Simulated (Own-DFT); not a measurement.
## Calculated data, SiGe (layered order of Si and Ge on the diamond lattice, atoms displaced)

A calculation, not a measurement: plane-wave density functional theory by an unreviewed code, no spin, of a simulated periodic cell, stress positive in tension, run twice, with PBE and with PBEsol, both on files made for PBE, so the change isn't that of files made for PBEsol, forces on such cells passed a denser k mesh, this cell's mesh not checked; the far tail of each file's local potential was reset to the Coulomb form; each entry is a single point on an unrelaxed cell, so the pressure reflects the starting lattice, mostly measured values (interpolated for alloys), from which strain is counted, and rises with the displacements; printed positions are rounded, which can move forces by about a meV/angstrom; the program, named Own-DFT, is a retired in-house code; no spin-orbit coupling; stress was not checked against mesh or cutoff. Program: Own-DFT development build.

Entry: SiGe (layered order of Si and Ge on the diamond lattice, atoms displaced)

```cif
# cell vector a (Å): 11.0890 0.0000 0.0000
# cell vector b (Å): 0.0000 11.0890 0.0000
# cell vector c (Å): 0.0000 0.0000 11.0890
data_SiGe
_symmetry_space_group_name_H-M 'P 1'
_symmetry_Int_Tables_number 1
_cell_length_a 11.0890
_cell_length_b 11.0890
_cell_length_c 11.0890
_cell_angle_alpha 90.000
_cell_angle_beta 90.000
_cell_angle_gamma 90.000
_cell_volume 1363.57
loop_
_atom_site_label
_atom_site_type_symbol
_atom_site_fract_x
_atom_site_fract_y
_atom_site_fract_z
_atom_site_occupancy
Ge1 Ge 0.99544 0.00233 0.99787 1
Ge2 Ge 0.99934 0.24601 0.24011 1
Ge3 Ge 0.24964 0.99672 0.24699 1
Ge4 Ge 0.24918 0.24053 0.00462 1
Ge5 Ge 0.13293 0.12690 0.11607 1
Ge6 Ge 0.12308 0.37570 0.37393 1
Ge7 Ge 0.37544 0.12162 0.38044 1
Ge8 Ge 0.37309 0.37056 0.12576 1
Si1 Si 0.00055 0.99325 0.50359 1
Si2 Si 0.99403 0.24332 0.74762 1
Si3 Si 0.23983 0.00429 0.75356 1
Si4 Si 0.25478 0.25773 0.50995 1
Si5 Si 0.13196 0.13009 0.63156 1
Si6 Si 0.13312 0.38046 0.87617 1
Si7 Si 0.38387 0.12262 0.87204 1
Si8 Si 0.38431 0.36578 0.62880 1
Ge9 Ge 0.99849 0.50244 0.00140 1
Ge10 Ge 0.00100 0.74532 0.25017 1
Ge11 Ge 0.24085 0.50531 0.25790 1
Ge12 Ge 0.24934 0.74635 0.00202 1
Ge13 Ge 0.13157 0.62410 0.13306 1
Ge14 Ge 0.12704 0.86525 0.37772 1
Ge15 Ge 0.37841 0.62796 0.36901 1
Ge16 Ge 0.37640 0.87698 0.12229 1
Si9 Si 0.99530 0.49750 0.50453 1
Si10 Si 0.99298 0.75438 0.75239 1
Si11 Si 0.24823 0.49719 0.74847 1
Si12 Si 0.24660 0.75116 0.49933 1
Si13 Si 0.13099 0.62668 0.62774 1
Si14 Si 0.11614 0.87177 0.88295 1
Si15 Si 0.37037 0.62781 0.86888 1
Si16 Si 0.37913 0.87546 0.62550 1
Ge17 Ge 0.50922 0.00532 0.99747 1
Ge18 Ge 0.50611 0.25142 0.25476 1
Ge19 Ge 0.75340 0.00059 0.24555 1
Ge20 Ge 0.74415 0.25198 0.99957 1
Ge21 Ge 0.62823 0.12384 0.12592 1
Ge22 Ge 0.62241 0.36787 0.37636 1
Ge23 Ge 0.87505 0.12153 0.37481 1
Ge24 Ge 0.88079 0.37846 0.12543 1
Si17 Si 0.49802 0.99700 0.50179 1
Si18 Si 0.50447 0.25184 0.75175 1
Si19 Si 0.75387 0.00655 0.74600 1
Si20 Si 0.75274 0.25733 0.50962 1
Si21 Si 0.62511 0.12764 0.62672 1
Si22 Si 0.61939 0.37589 0.87490 1
Si23 Si 0.86811 0.11480 0.87580 1
Si24 Si 0.87680 0.37746 0.61930 1
Ge25 Ge 0.50003 0.50562 0.99468 1
Ge26 Ge 0.50230 0.74304 0.24250 1
Ge27 Ge 0.74117 0.49356 0.25270 1
Ge28 Ge 0.75847 0.74593 0.00048 1
Ge29 Ge 0.62243 0.62511 0.11625 1
Ge30 Ge 0.62457 0.86967 0.36966 1
Ge31 Ge 0.86860 0.63703 0.36579 1
Ge32 Ge 0.87757 0.87403 0.12710 1
Si25 Si 0.49867 0.50140 0.50072 1
Si26 Si 0.50204 0.75100 0.75141 1
Si27 Si 0.74677 0.51025 0.74906 1
Si28 Si 0.74972 0.75352 0.49417 1
Si29 Si 0.62179 0.62420 0.62650 1
Si30 Si 0.62167 0.88107 0.87103 1
Si31 Si 0.87764 0.62952 0.87820 1
Si32 Si 0.86968 0.87406 0.62280 1
```

| Property | Result |
| --- | --- |
| functional | PBE, then PBEsol |
| potential files | PseudoDojo norm-conserving, scalar-relativistic, standard set |
| wave cutoff | 42 hartree |
| occupations | Fermi-Dirac |
| smearing width | 0.1 eV |
| k mesh | 3 x 3 x 3 centred on Gamma |
| PBE pressure | 3.37 GPa |
| PBE stress xx | -3.36 GPa |
| PBE stress yy | -3.29 GPa |
| PBE stress zz | -3.45 GPa |
| PBE stress yz | 0.63 GPa |
| PBE stress xz | -0.16 GPa |
| PBE stress xy | -0.41 GPa |
| PBEsol pressure | 1.08 GPa |
| PBEsol stress xx | -1.07 GPa |
| PBEsol stress yy | -1 GPa |
| PBEsol stress zz | -1.16 GPa |
| PBEsol stress yz | 0.62 GPa |
| PBEsol stress xz | -0.18 GPa |
| PBEsol stress xy | -0.4 GPa |
| rms change of force components from PBE to PBEsol | 0.048 eV/Å |

Force:
| force element | PBE force x (eV/Å) | PBE force y (eV/Å) | PBE force z (eV/Å) | PBEsol force x (eV/Å) | PBEsol force y (eV/Å) | PBEsol force z (eV/Å) |
| --- | --- | --- | --- | --- | --- | --- |
| Ge | 0.417 | -0.216 | 0.238 | 0.409 | -0.218 | 0.313 |
| Ge | 0.589 | -0.227 | 1.012 | 0.57 | -0.208 | 0.971 |
| Ge | -0.129 | 0.186 | 0.666 | -0.114 | 0.177 | 0.632 |
| Ge | 2.009 | 1.935 | -2.753 | 1.94 | 1.869 | -2.584 |
| Ge | -2.058 | -1.803 | 1.66 | -1.995 | -1.739 | 1.61 |
| Ge | -0.582 | -0.687 | 1.227 | -0.553 | -0.649 | 1.113 |
| Ge | -0.353 | 0.587 | 0.115 | -0.341 | 0.576 | 0.039 |
| Ge | 0.073 | 0.949 | 0.384 | 0.073 | 0.908 | 0.376 |
| Si | 0.56 | 0.69 | 0.23 | 0.563 | 0.684 | 0.149 |
| Si | 0.369 | 0.801 | 0.675 | 0.351 | 0.788 | 0.68 |
| Si | 1.418 | -1.131 | 0.502 | 1.394 | -1.131 | 0.517 |
| Si | -0.469 | -0.836 | -0.802 | -0.476 | -0.821 | -0.886 |
| Si | -1.12 | -0.149 | -0.975 | -1.104 | -0.139 | -0.987 |
| Si | -1.274 | -1.179 | -0.097 | -1.266 | -1.179 | -0.005 |
| Si | -1.098 | 0.241 | -0.299 | -1.074 | 0.222 | -0.21 |
| Si | -0.532 | 1.706 | -0.064 | -0.51 | 1.691 | -0.062 |
| Ge | 1.108 | 0.285 | -0.692 | 1.074 | 0.267 | -0.584 |
| Ge | 0.501 | 0.9 | -0.474 | 0.48 | 0.871 | -0.456 |
| Ge | 1.903 | -1.287 | -0.155 | 1.834 | -1.237 | -0.159 |
| Ge | 0.083 | 0.489 | -0.682 | 0.076 | 0.474 | -0.575 |
| Ge | -1.254 | 0.233 | -1.412 | -1.219 | 0.228 | -1.353 |
| Ge | -0.717 | 1.253 | -0.136 | -0.712 | 1.215 | -0.22 |
| Ge | -0.612 | -0.275 | 1.509 | -0.6 | -0.266 | 1.381 |
| Ge | 0.49 | -0.104 | -0.358 | 0.468 | -0.11 | -0.334 |
| Si | 0.683 | 1.412 | -0.793 | 0.695 | 1.407 | -0.871 |
| Si | 0.738 | -0.33 | -0.41 | 0.727 | -0.321 | -0.412 |
| Si | 1.018 | 0.113 | -0.326 | 1.013 | 0.103 | -0.334 |
| Si | 1.618 | -0.534 | 0.94 | 1.588 | -0.51 | 0.825 |
| Si | -1.241 | -0.192 | -0.11 | -1.228 | -0.185 | -0.11 |
| Si | 0.56 | 0.205 | -1.087 | 0.555 | 0.206 | -0.973 |
| Si | 0.242 | -0.282 | -0.251 | 0.234 | -0.277 | -0.158 |
| Si | -1.119 | 0.001 | 0.412 | -1.111 | 0.001 | 0.411 |
| Ge | -0.954 | -0.573 | -0.103 | -0.922 | -0.544 | -0.012 |
| Ge | -1.397 | -1.172 | -0.825 | -1.348 | -1.131 | -0.799 |
| Ge | -0.408 | -0.48 | 0.69 | -0.395 | -0.466 | 0.662 |
| Ge | 0.886 | 0.156 | -0.559 | 0.854 | 0.132 | -0.464 |
| Ge | -0.122 | 0.588 | 0.299 | -0.11 | 0.57 | 0.284 |
| Ge | 0.638 | 0.968 | 1.875 | 0.615 | 0.938 | 1.728 |
| Ge | 0.227 | 0.517 | 1.013 | 0.213 | 0.496 | 0.899 |
| Ge | -1.345 | -0.232 | -0.156 | -1.298 | -0.23 | -0.146 |
| Si | 0.778 | 0.034 | 0.19 | 0.768 | 0.045 | 0.093 |
| Si | 0.028 | -0.692 | 0.17 | 0.035 | -0.691 | 0.18 |
| Si | -1.04 | -1.127 | -0.23 | -1.029 | -1.117 | -0.233 |
| Si | -0.441 | -1.151 | -0.884 | -0.455 | -1.139 | -0.961 |
| Si | 0.109 | -0.08 | -0.344 | 0.097 | -0.083 | -0.354 |
| Si | 0.857 | 0.595 | -0.649 | 0.852 | 0.599 | -0.542 |
| Si | 0.307 | 1.751 | -0.334 | 0.322 | 1.727 | -0.215 |
| Si | -0.333 | 0.165 | 1.848 | -0.326 | 0.166 | 1.841 |
| Ge | -1.249 | -0.773 | -0.462 | -1.2 | -0.736 | -0.372 |
| Ge | -0.208 | 1.028 | 0.011 | -0.204 | 0.996 | 0.01 |
| Ge | 0.612 | 0.84 | -0.626 | 0.596 | 0.819 | -0.616 |
| Ge | -1.192 | 1.215 | -0.571 | -1.17 | 1.189 | -0.47 |
| Ge | 1.067 | -0.531 | 0.482 | 1.025 | -0.516 | 0.477 |
| Ge | -0.241 | 0.864 | 0.456 | -0.234 | 0.836 | 0.364 |
| Ge | -0.181 | -2.147 | 1.484 | -0.153 | -2.085 | 1.362 |
| Ge | 0.288 | -0.027 | -0.162 | 0.276 | -0.025 | -0.155 |
| Si | -0.025 | -0.394 | 0.279 | -0.033 | -0.388 | 0.181 |
| Si | -0.41 | 0.117 | -0.193 | -0.401 | 0.109 | -0.178 |
| Si | 0.598 | -1.198 | 0.409 | 0.594 | -1.186 | 0.418 |
| Si | -0.524 | -0.344 | 1.254 | -0.525 | -0.346 | 1.132 |
| Si | 0.251 | 0.67 | -0.693 | 0.246 | 0.668 | -0.701 |
| Si | 1.405 | -0.733 | -0.343 | 1.38 | -0.7 | -0.253 |
| Si | -0.015 | -0.769 | -1.175 | -0.016 | -0.765 | -1.05 |
| Si | 0.213 | 0.166 | 0.153 | 0.203 | 0.158 | 0.147 |
